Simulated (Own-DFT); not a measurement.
Simulation results for AlGa$_{3}$N$_{4}$ (wurtzite random alloy, strained, atoms displaced)

A calculation, not a measurement: plane-wave PBE density functional theory by an unreviewed code, no spin, of a simulated periodic cell, stress positive in tension, free energy of the whole cell less one offset for each atom, forces on such cells passed a denser k mesh, this cell's mesh not checked; offsets are fitted by least squares, one for each functional and potential file, so energies compare only between cells with the same atoms and settings and are not formation energies; the far tail of each file's local potential was reset to the Coulomb form; each entry is a single point on an unrelaxed cell, so the pressure reflects the starting lattice, mostly measured values, from which strain is counted, and rises with the displacements; printed positions are rounded, which can move forces by about a meV/angstrom; the program is a retired in-house code; no spin-orbit coupling. Program: Own-DFT development build.

Common to all runs: functional PBE; potential files PseudoDojo norm-conserving, scalar-relativistic, standard set with the stringent files for Ga; wave cutoff 96 hartree; occupations Gaussian; smearing width 0.01 eV; k mesh 4 x 4 x 3 centred on Gamma.

```json
{"entry": 1, "formula": "AlGa3N4", "kind": "wurtzite random alloy, strained, atoms displaced", "structure": {"cell_angstrom": [[9.6994, 0.0, 0.0], [-4.8497, 8.4, 0.0], [0.0, 0.0, 10.2685]], "atoms_fractional": [["Al", 0.10699, 0.21505, 0.00991], ["Ga", 0.21499, 0.0988, 0.24786], ["N", 0.10706, 0.2293, 0.19964], ["N", 0.22455, 0.11232, 0.43271], ["Ga", 0.10503, 0.22698, 0.50526], ["Ga", 0.22301, 0.11949, 0.74884], ["N", 0.12037, 0.23177, 0.69361], ["N", 0.21582, 0.10738, 0.93805], ["Ga", 0.10647, 0.55244, 0.99632], ["Ga", 0.2219, 0.4473, 0.25124], ["N", 0.10154, 0.55476, 0.18622], ["N", 0.22176, 0.45117, 0.44184], ["Ga", 0.11469, 0.55657, 0.49703], ["Al", 0.21501, 0.44586, 0.7562], ["N", 0.10373, 0.55456, 0.68994], ["N", 0.21407, 0.44495, 0.93488], ["Ga", 0.11694, 0.90011, 0.99928], ["Al", 0.21877, 0.77886, 0.25956], ["N", 0.11885, 0.88845, 0.18975], ["N", 0.2214, 0.7766, 0.43746], ["Ga", 0.09287, 0.87843, 0.50794], ["Ga", 0.22923, 0.78065, 0.75446], ["N", 0.11023, 0.88794, 0.68538], ["N", 0.22411, 0.77744, 0.94406], ["Ga", 0.44674, 0.22313, 0.99621], ["Al", 0.55435, 0.11489, 0.25442], ["N", 0.44984, 0.22111, 0.17972], ["N", 0.55429, 0.10862, 0.43597], ["Ga", 0.44745, 0.2136, 0.49207], ["Ga", 0.54408, 0.10562, 0.74205], ["N", 0.45613, 0.22725, 0.69733], ["N", 0.54926, 0.10532, 0.94277], ["Ga", 0.44924, 0.55914, 0.00596], ["Al", 0.5523, 0.44627, 0.23981], ["N", 0.4399, 0.55088, 0.18874], ["N", 0.54657, 0.43742, 0.44155], ["Al", 0.44019, 0.55824, 0.49549], ["Ga", 0.55936, 0.45263, 0.74802], ["N", 0.45181, 0.5629, 0.69752], ["N", 0.56328, 0.45983, 0.93902], ["Ga", 0.43815, 0.87892, 0.99003], ["Ga", 0.56441, 0.79024, 0.25043], ["N", 0.4559, 0.87979, 0.18304], ["N", 0.55852, 0.77808, 0.4394], ["Al", 0.43886, 0.8865, 0.49931], ["Al", 0.54592, 0.76857, 0.75101], ["N", 0.43706, 0.88195, 0.68585], ["N", 0.54636, 0.77055, 0.93523], ["Ga", 0.77724, 0.22724, 0.00724], ["Ga", 0.88938, 0.1172, 0.247], ["N", 0.77332, 0.21733, 0.18682], ["N", 0.88704, 0.11442, 0.4347], ["Ga", 0.77333, 0.2267, 0.49611], ["Ga", 0.89473, 0.10643, 0.74346], ["N", 0.77209, 0.21529, 0.68822], ["N", 0.89308, 0.11498, 0.93952], ["Ga", 0.78038, 0.55989, 0.99331], ["Ga", 0.88021, 0.44137, 0.25409], ["N", 0.78046, 0.55988, 0.18924], ["N", 0.89015, 0.43927, 0.43607], ["Ga", 0.7838, 0.5615, 0.49684], ["Ga", 0.88596, 0.43998, 0.74476], ["N", 0.77616, 0.55412, 0.69248], ["N", 0.89333, 0.44443, 0.93882], ["Ga", 0.77108, 0.8798, 0.00072], ["Ga", 0.89055, 0.76943, 0.24487], ["N", 0.7735, 0.8871, 0.18379], ["N", 0.88412, 0.77063, 0.43507], ["Al", 0.77612, 0.88523, 0.49139], ["Ga", 0.89834, 0.78252, 0.74698], ["N", 0.78471, 0.88812, 0.68756], ["N", 0.895, 0.78186, 0.94064]]}, "results": {"free_energy_of_cell_above_offsets [eV]": "-9.659", "pressure [GPa]": -0.32, "stress_xx [GPa]": 2.47, "stress_yy [GPa]": 2.68, "stress_zz [GPa]": -4.19, "stress_yz [GPa]": 0.23, "stress_xz [GPa]": -0.32, "stress_xy [GPa]": 0.29, "force_element": ["Al", "Ga", "N", "N", "Ga", "Ga", "N", "N", "Ga", "Ga", "N", "N", "Ga", "Al", "N", "N", "Ga", "Al", "N", "N", "Ga", "Ga", "N", "N", "Ga", "Al", "N", "N", "Ga", "Ga", "N", "N", "Ga", "Al", "N", "N", "Al", "Ga", "N", "N", "Ga", "Ga", "N", "N", "Al", "Al", "N", "N", "Ga", "Ga", "N", "N", "Ga", "Ga", "N", "N", "Ga", "Ga", "N", "N", "Ga", "Ga", "N", "N", "Ga", "Ga", "N", "N", "Al", "Ga", "N", "N"], "force_x [eV/angstrom]": [-0.685, 0.028, 1.468, -0.695, 1.091, 1.2, -0.696, -0.229, 0.324, -0.684, 0.571, 1.278, -0.935, 0.726, 1.456, 1.407, 0.479, 1.349, -0.359, 0.073, 1.6, -1.478, 0.918, -1.383, -0.045, 0.647, -0.36, 0.38, -1.901, 2.116, -2.321, 0.47, -1.35, 0.401, 0.751, 0.08, 1.067, 0.058, -1.982, -0.004, 0.698, 0.425, -3.833, -0.645, 0.573, 0.968, 1.355, 0.969, 0.222, -0.163, -1.183, 0.072, 0.922, -1.204, 0.304, 0.214, 0.944, 0.852, -1.14, -0.618, -0.919, -0.399, 0.708, -1.528, -0.199, -0.568, 1.687, -0.86, -0.088, -1.032, -1.263, -0.102], "force_y [eV/angstrom]": [1.097, 2.104, -1.072, -0.671, -0.216, -0.49, 0.34, 1.973, 0.44, 0.611, 0.835, -0.333, 0.147, 0.562, 0.113, -1.14, -1.953, -0.773, -0.903, 0.663, 1.463, -0.907, 0.827, -0.103, 0.177, -1.119, 0.473, -1.366, 1.241, -0.126, 0.084, 0.309, -0.593, -0.551, 0.326, 1.176, -0.462, -0.478, -1.089, -1.582, 1.348, -1.887, 1.864, 0.077, -0.159, 1.58, 0.116, 0.567, -0.923, -0.866, 0.367, -1.202, -0.962, 0.417, 0.069, -0.51, -0.157, 0.08, -1.701, 1.132, -2.134, -0.405, 0.722, -0.182, 1.247, 1.621, 0.359, 1.339, 0.655, -0.902, -0.615, 0.01], "force_z [eV/angstrom]": [-1.099, 0.191, -1.952, 1.617, -1.216, -0.151, -0.541, 0.46, 0.794, -0.306, 1.273, 0.132, 0.71, -0.831, -0.114, 1.208, 0.163, -2.475, -0.017, 0.783, -2.231, -0.25, 1.676, -0.889, -0.832, -2.236, 2.138, -0.091, 1.185, 1.793, -1.494, -1.075, -1.271, 1.123, 1.088, -1.194, 0.88, 0.179, -1.995, 0.151, 1.728, 0.23, 0.993, 0.923, -0.387, -0.286, -0.573, -0.6, -2.308, -0.019, 2.042, 1.065, 0.868, 1.218, -0.404, 0.449, 0.389, -1.663, -0.337, 1.008, 0.698, 0.739, -0.875, -0.421, -1.412, -0.132, 1.297, -0.013, 1.001, 0.86, -1.104, -0.259]}}
{"entry": 2, "formula": "AlGa3N4", "kind": "wurtzite random alloy, strained, atoms displaced", "structure": {"cell_angstrom": [[9.6994, 0.0, 0.0], [-4.8497, 8.4, 0.0], [0.0, 0.0, 10.2685]], "atoms_fractional": [["Ga", 0.11451, 0.22837, 0.99529], ["Ga", 0.22052, 0.11101, 0.25255], ["N", 0.11421, 0.22243, 0.18471], ["N", 0.23109, 0.1028, 0.44722], ["Al", 0.11233, 0.22107, 0.506], ["Ga", 0.22435, 0.11433, 0.74941], ["N", 0.09723, 0.21761, 0.68918], ["N", 0.22695, 0.1096, 0.93792], ["Ga", 0.11185, 0.5598, 0.00074], ["Ga", 0.23296, 0.45096, 0.26354], ["N", 0.10848, 0.56713, 0.18709], ["N", 0.22321, 0.4386, 0.43253], ["Al", 0.10897, 0.54936, 0.49399], ["Ga", 0.22378, 0.44682, 0.7566], ["N", 0.11262, 0.55605, 0.69283], ["N", 0.21925, 0.44127, 0.94072], ["Ga", 0.10972, 0.88886, 0.99634], ["Ga", 0.22176, 0.78307, 0.24845], ["N", 0.1101, 0.8942, 0.19009], ["N", 0.22975, 0.78238, 0.43488], ["Ga", 0.11423, 0.88526, 0.49243], ["Al", 0.22228, 0.78899, 0.74684], ["N", 0.10906, 0.88677, 0.6874], ["N", 0.22316, 0.77248, 0.94509], ["Ga", 0.45151, 0.22279, 0.00531], ["Al", 0.54952, 0.10142, 0.25316], ["N", 0.43901, 0.22006, 0.18001], ["N", 0.55586, 0.10049, 0.43386], ["Ga", 0.44799, 0.22521, 0.49741], ["Al", 0.55755, 0.1142, 0.75518], ["N", 0.44165, 0.22407, 0.68991], ["N", 0.55019, 0.11063, 0.93603], ["Ga", 0.44286, 0.54726, 0.9956], ["Ga", 0.54233, 0.43939, 0.25658], ["N", 0.44227, 0.55799, 0.18218], ["N", 0.55504, 0.44362, 0.44143], ["Ga", 0.44999, 0.5517, 0.50137], ["Ga", 0.55947, 0.45014, 0.75074], ["N", 0.444, 0.5668, 0.68471], ["N", 0.56104, 0.4507, 0.94116], ["Ga", 0.44315, 0.90151, 0.00269], ["Al", 0.5605, 0.78281, 0.24726], ["N", 0.45232, 0.89043, 0.19495], ["N", 0.55509, 0.7713, 0.43625], ["Ga", 0.43871, 0.89087, 0.49646], ["Al", 0.55504, 0.77743, 0.75432], ["N", 0.44407, 0.89354, 0.68729], ["N", 0.564, 0.77767, 0.9439], ["Ga", 0.78036, 0.22642, 0.00109], ["Ga", 0.8848, 0.10213, 0.25544], ["N", 0.77132, 0.22295, 0.18492], ["N", 0.89254, 0.11305, 0.44603], ["Ga", 0.77743, 0.21648, 0.50329], ["Ga", 0.89476, 0.11877, 0.7546], ["N", 0.77816, 0.21805, 0.69429], ["N", 0.88084, 0.10738, 0.9391], ["Al", 0.7793, 0.55938, 0.99817], ["Ga", 0.89478, 0.44248, 0.24619], ["N", 0.78062, 0.56789, 0.18135], ["N", 0.88959, 0.44256, 0.44498], ["Ga", 0.7773, 0.56082, 0.50476], ["Ga", 0.89192, 0.45063, 0.75244], ["N", 0.77341, 0.54856, 0.68711], ["N", 0.88051, 0.44042, 0.94019], ["Al", 0.77396, 0.88857, 0.00307], ["Ga", 0.89177, 0.78837, 0.25487], ["N", 0.78726, 0.88827, 0.18388], ["N", 0.88681, 0.77469, 0.43966], ["Ga", 0.7766, 0.88005, 0.49766], ["Ga", 0.89086, 0.78006, 0.75228], ["N", 0.77041, 0.88761, 0.68349], ["N", 0.8858, 0.77418, 0.94171]]}, "results": {"free_energy_of_cell_above_offsets [eV]": "-10.242", "pressure [GPa]": -0.5, "stress_xx [GPa]": 4.18, "stress_yy [GPa]": 3.28, "stress_zz [GPa]": -5.97, "stress_yz [GPa]": 0.6, "stress_xz [GPa]": 0.31, "stress_xy [GPa]": -0.67, "force_element": ["Ga", "Ga", "N", "N", "Al", "Ga", "N", "N", "Ga", "Ga", "N", "N", "Al", "Ga", "N", "N", "Ga", "Ga", "N", "N", "Ga", "Al", "N", "N", "Ga", "Al", "N", "N", "Ga", "Al", "N", "N", "Ga", "Ga", "N", "N", "Ga", "Ga", "N", "N", "Ga", "Al", "N", "N", "Ga", "Al", "N", "N", "Ga", "Ga", "N", "N", "Ga", "Ga", "N", "N", "Al", "Ga", "N", "N", "Ga", "Ga", "N", "N", "Al", "Ga", "N", "N", "Ga", "Ga", "N", "N"], "force_x [eV/angstrom]": [-0.012, -0.016, -0.689, -2.249, 0.038, -0.411, 2.623, -0.54, -0.154, -0.848, 1.471, -0.64, 0.148, -0.343, -0.146, -0.013, -0.086, 0.138, 0.522, -0.962, -0.42, 1.273, 0.268, -0.557, -0.999, 0.186, 1.017, -0.438, 0.97, -0.062, 1.243, 0.795, -0.392, 1.424, 0.253, 0.501, -1.338, -0.751, 0.55, 0.749, 1.213, 0.421, -0.418, -0.257, 1.824, -0.233, -0.109, -1.125, -0.202, 0.122, 0.105, 1.03, -0.381, -1.501, -1.497, 0.827, -0.1, -1.862, 0.034, 0.228, 0.98, 0.36, 0.079, 0.096, 0.943, 0.963, -2.456, 0.729, -0.992, -0.894, 0.376, -0.406], "force_y [eV/angstrom]": [-1.755, 0.291, 0.37, 1.532, -0.393, -0.348, 1.41, 0.421, -1.02, -0.405, -0.888, -0.331, 0.574, 0.04, 1.183, 0.89, -0.063, 0.068, -0.121, -2.258, -0.439, -1.241, 0.112, 1.468, 0.613, 1.553, -0.391, 1.824, -0.785, -0.239, 0.152, 0.554, 1.14, 0.933, 0.662, -0.226, 0.907, -0.537, -0.738, -0.719, -1.733, -1.004, 0.189, 0.379, -0.703, 0.981, -0.071, 0.153, -0.745, 1.512, -0.967, -0.441, 0.376, -1.907, 0.51, -0.282, -0.213, 0.482, -1.153, 0.339, -0.999, -1.01, 1.113, 1.356, 0.136, -1.914, 0.3, 0.398, 0.971, 0.008, -0.353, 0.491], "force_z [eV/angstrom]": [0.771, -0.478, 1.178, -0.839, -0.765, -0.194, -0.584, 0.005, -0.059, -5.176, 0.747, 4.797, 1.001, -1.418, -1.15, 0.022, 0.539, -0.563, 0.024, 0.528, 1.128, 0.421, 0.112, -1.763, -2.39, -1.013, 3.785, 0.134, 0.843, -1.459, 0.044, 0.011, 0.453, -2.163, 1.581, 0.012, -0.288, 0.056, 1.524, -0.409, 0.017, -0.087, -0.409, -0.937, 0.932, -0.484, 1.321, -0.867, -0.553, -0.857, 1.581, -0.582, 0.189, -0.378, 0.029, 0.965, 0.577, 0.434, 1.109, -0.553, -1.174, -0.551, 0.852, 0.236, -0.967, -1.228, 0.646, 0.239, 0.56, -0.457, 1.525, -0.131]}}
{"entry": 3, "formula": "AlGa3N4", "kind": "wurtzite random alloy, strained, atoms displaced", "structure": {"cell_angstrom": [[9.6994, 0.0, 0.0], [-4.8497, 8.4, 0.0], [0.0, 0.0, 10.2685]], "atoms_fractional": [["Ga", 0.09915, 0.21895, 0.00414], ["Ga", 0.22767, 0.10977, 0.25471], ["N", 0.10395, 0.2241, 0.18908], ["N", 0.21041, 0.09968, 0.44176], ["Ga", 0.11434, 0.22644, 0.49857], ["Al", 0.21644, 0.10962, 0.75391], ["N", 0.10861, 0.22277, 0.68344], ["N", 0.22236, 0.11306, 0.94352], ["Ga", 0.10818, 0.54743, 0.99801], ["Al", 0.22236, 0.45219, 0.24383], ["N", 0.10484, 0.56101, 0.18736], ["N", 0.22603, 0.44137, 0.44023], ["Al", 0.1203, 0.56045, 0.50464], ["Ga", 0.21907, 0.43938, 0.74004], ["N", 0.1125, 0.5549, 0.68551], ["N", 0.23442, 0.44735, 0.93884], ["Ga", 0.10955, 0.89138, 0.99927], ["Ga", 0.2227, 0.76886, 0.24543], ["N", 0.1194, 0.8958, 0.18942], ["N", 0.22083, 0.77654, 0.43827], ["Ga", 0.11384, 0.89186, 0.50565], ["Ga", 0.21726, 0.7692, 0.74672], ["N", 0.10997, 0.8837, 0.68528], ["N", 0.22732, 0.77701, 0.93916], ["Ga", 0.44451, 0.22231, 0.00698], ["Al", 0.55118, 0.10994, 0.24611], ["N", 0.4414, 0.221, 0.18156], ["N", 0.55554, 0.11379, 0.44058], ["Ga", 0.44093, 0.21793, 0.49888], ["Ga", 0.56419, 0.10599, 0.75268], ["N", 0.44553, 0.22567, 0.68831], ["N", 0.55634, 0.11794, 0.9333], ["Ga", 0.4419, 0.55125, 0.0044], ["Al", 0.55623, 0.44731, 0.25296], ["N", 0.45514, 0.55844, 0.18806], ["N", 0.55127, 0.44292, 0.43625], ["Al", 0.43989, 0.55923, 0.5009], ["Ga", 0.5543, 0.4449, 0.75964], ["N", 0.44348, 0.54533, 0.68437], ["N", 0.54796, 0.42674, 0.93836], ["Ga", 0.44158, 0.88308, 0.99979], ["Ga", 0.55736, 0.77902, 0.24743], ["N", 0.44371, 0.8891, 0.18781], ["N", 0.54581, 0.76964, 0.43483], ["Ga", 0.44881, 0.88517, 0.49934], ["Ga", 0.56071, 0.77325, 0.74106], ["N", 0.45025, 0.8968, 0.68683], ["N", 0.5581, 0.77389, 0.94003], ["Ga", 0.78308, 0.22044, 0.00087], ["Al", 0.89582, 0.10312, 0.24855], ["N", 0.77783, 0.22513, 0.1888], ["N", 0.89757, 0.10981, 0.43853], ["Ga", 0.77605, 0.22892, 0.49769], ["Ga", 0.88886, 0.10865, 0.74791], ["N", 0.77103, 0.2167, 0.67664], ["N", 0.88089, 0.11398, 0.93464], ["Ga", 0.79238, 0.5641, 0.99954], ["Al", 0.88086, 0.44214, 0.24732], ["N", 0.77668, 0.55395, 0.18549], ["N", 0.89166, 0.43682, 0.43507], ["Ga", 0.77467, 0.56213, 0.50303], ["Ga", 0.89115, 0.44936, 0.75406], ["N", 0.77448, 0.56554, 0.69173], ["N", 0.892, 0.45195, 0.94183], ["Ga", 0.77953, 0.89927, 0.99174], ["Al", 0.88719, 0.77345, 0.25257], ["N", 0.78222, 0.88426, 0.19433], ["N", 0.88624, 0.77487, 0.44067], ["Ga", 0.77182, 0.88861, 0.50415], ["Ga", 0.88563, 0.77904, 0.7465], ["N", 0.77568, 0.89314, 0.68352], ["N", 0.88823, 0.7745, 0.93679]]}, "results": {"free_energy_of_cell_above_offsets [eV]": "-9.933", "pressure [GPa]": -0.44, "stress_xx [GPa]": 4.99, "stress_yy [GPa]": 2.3, "stress_zz [GPa]": -5.97, "stress_yz [GPa]": 0.1, "stress_xz [GPa]": 0.16, "stress_xy [GPa]": -0.54, "force_element": ["Ga", "Ga", "N", "N", "Ga", "Al", "N", "N", "Ga", "Al", "N", "N", "Al", "Ga", "N", "N", "Ga", "Ga", "N", "N", "Ga", "Ga", "N", "N", "Ga", "Al", "N", "N", "Ga", "Ga", "N", "N", "Ga", "Al", "N", "N", "Al", "Ga", "N", "N", "Ga", "Ga", "N", "N", "Ga", "Ga", "N", "N", "Ga", "Al", "N", "N", "Ga", "Ga", "N", "N", "Ga", "Al", "N", "N", "Ga", "Ga", "N", "N", "Ga", "Al", "N", "N", "Ga", "Ga", "N", "N"], "force_x [eV/angstrom]": [1.712, -0.824, 0.68, 0.77, -0.109, 1.309, 0.712, -1.032, 0.814, 0.252, 0.903, -0.713, -0.985, 0.651, -0.224, -2.19, 0.797, -0.929, -1.046, 0.497, -0.157, 0.672, -0.467, -1.076, 0.023, 0.49, 0.892, 0.022, -0.202, -1.853, -0.685, 0.951, 1.69, 0.465, -1.512, -0.509, 1.234, 0.322, -0.753, 0.182, 0.433, 0.226, 0.472, 0.874, -1.36, -1.631, 0.166, -0.174, -2.67, -1.502, 0.254, -1.367, 0.851, -0.752, 1.239, 1.595, -2.114, 0.615, -0.092, -0.031, 0.574, -0.697, 0.841, 0.905, 0.442, 0.672, 0.001, -0.125, 0.736, 0.562, 0.773, -0.486], "force_y [eV/angstrom]": [0.587, 0.121, 0.816, 1.766, -0.909, 0.443, -1.075, -0.293, 1.273, -0.727, -2.335, 1.774, -0.819, 0.502, -0.493, -1.164, -0.096, 1.893, -1.585, -0.691, -1.359, 1.555, 1.107, -0.537, -0.875, 0.279, 0.684, -0.846, 0.435, 1.114, -1.029, -0.933, 0.314, -0.445, -0.93, 0.565, -1.297, -1.065, 1.295, 2.803, 0.922, 0.201, 0.568, 0.016, 1.016, -0.304, -2.144, 0.217, 0.853, 0.43, -0.874, -0.336, -1.051, 1.046, 1.121, -0.123, -1.095, 0.034, 0.263, 2.374, -1.373, -0.68, -1.321, -1.324, -2.059, 0.314, 0.88, 0.584, 0.363, 0.498, -0.352, 1.512], "force_z [eV/angstrom]": [-0.78, -0.609, 0.754, -0.331, -0.684, -0.519, 1.607, -1.257, -0.147, 0.697, 0.223, -0.847, -1.958, 1.267, 0.109, -0.502, 0.151, 0.777, 0.304, 0.495, -1.632, 0.594, 2.169, -0.339, -2.576, 0.444, 3.776, -1.82, 0.673, -1.018, 0.634, 1.833, -0.956, -0.716, 1.15, -0.036, -0.754, -1.666, -0.26, 1.338, -0.748, -0.334, 0.46, 0.883, -0.34, 1.185, 0.224, -0.655, 0.344, 1.118, 0.636, -0.831, -1.378, -1.297, 2.782, -0.237, 0.17, 0.517, 1.526, -0.117, -0.564, -1.299, 0.111, -0.622, 1.41, -0.176, -0.786, -0.663, -2.527, 0.123, 1.657, -0.16]}}
```
